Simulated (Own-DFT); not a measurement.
# A layer strained by its substrate: diamond-structure SiGeSn with randomly placed atoms, 64 atoms (Ge44Si16Sn4)

Everything here is calculated. The program is Own-DFT (plane waves, in-house, since retired, never reviewed by a person); positions were held fixed, and spin and spin-orbit coupling were off.

Settings: PBEsol; PseudoDojo norm-conserving scalar-relativistic files, made for PBE; cutoff 49 hartree; 3 x 3 x 3 k mesh centred on Gamma; Fermi-Dirac smearing of 0.1 eV.

Limits: forces on such cells moved up to 12 meV/angstrom on a denser k mesh; stress not checked against mesh or cutoff.

Unstrained cell vectors in Å: (11.306, 0.000, 0.000); (0.000, 11.306, 0.000); (0.000, 0.000, 11.306). The unstrained cell has measured lattice constants (interpolated for alloys), not those of this functional. That, the random moves and any unrelaxed bonds set the pressure at no strain. Each run strains x and y alike by e, as a substrate would, and holds the height along z. All atoms carry random offsets, Gaussian with a width of 0.05 Å per axis. The random placing of the alloy's atoms differs from row to row. Stress is positive in tension.

| e (%) | u (Å) | (s_xx + s_yy)/2 (GPa) | s_zz (GPa) |
|---|---|---|---|
| -3.00 | 0.052 | -7.86 | -5.46 |
| -2.75 | 0.045 | ? | ? |
| -2.25 | 0.048 | -5.97 | -4.23 |
| -2.00 | 0.049 | -5.50 | -4.10 |
| -1.00 | 0.050 | -3.64 | -3.01 |
| -0.50 | 0.049 | -2.70 | -2.36 |
| 0.50 | 0.051 | -0.87 | -1.11 |
| 1.50 | 0.049 | 0.90 | -0.12 |
| 1.75 | 0.050 | 1.23 | 0.06 |
| 2.75 | 0.055 | 2.41 | 0.57 |

## Fit

With e as a fraction, the in-plane stress is -1.7 + 177 e - 887 e² GPa (errors 2 and 143, scatter 0.12), and s_zz is -1.7 + 106 e - 644 e² GPa (slope ± 3, scatter 0.15). At e = 0 the first slope is C11 + C12 and the second 2 C12, both with the ions held to the strained lattice and at the cell's own pressure. The term in e² is negative: the layer stiffens under compression and softens under tension. A free layer would change its height as e changes, and the in-plane slope would drop by 2 C12²/C11 to the biaxial modulus. At fixed height, a misfit of 1 % moves the in-plane stress by about 1.8 GPa and s_zz by 1.1 GPa.

## Check

The question: what are the two stresses at e = -2.75 %?

From the fit: -7.2 and -5.1 GPa. The calculation gave -6.96 and -5.11 GPa.
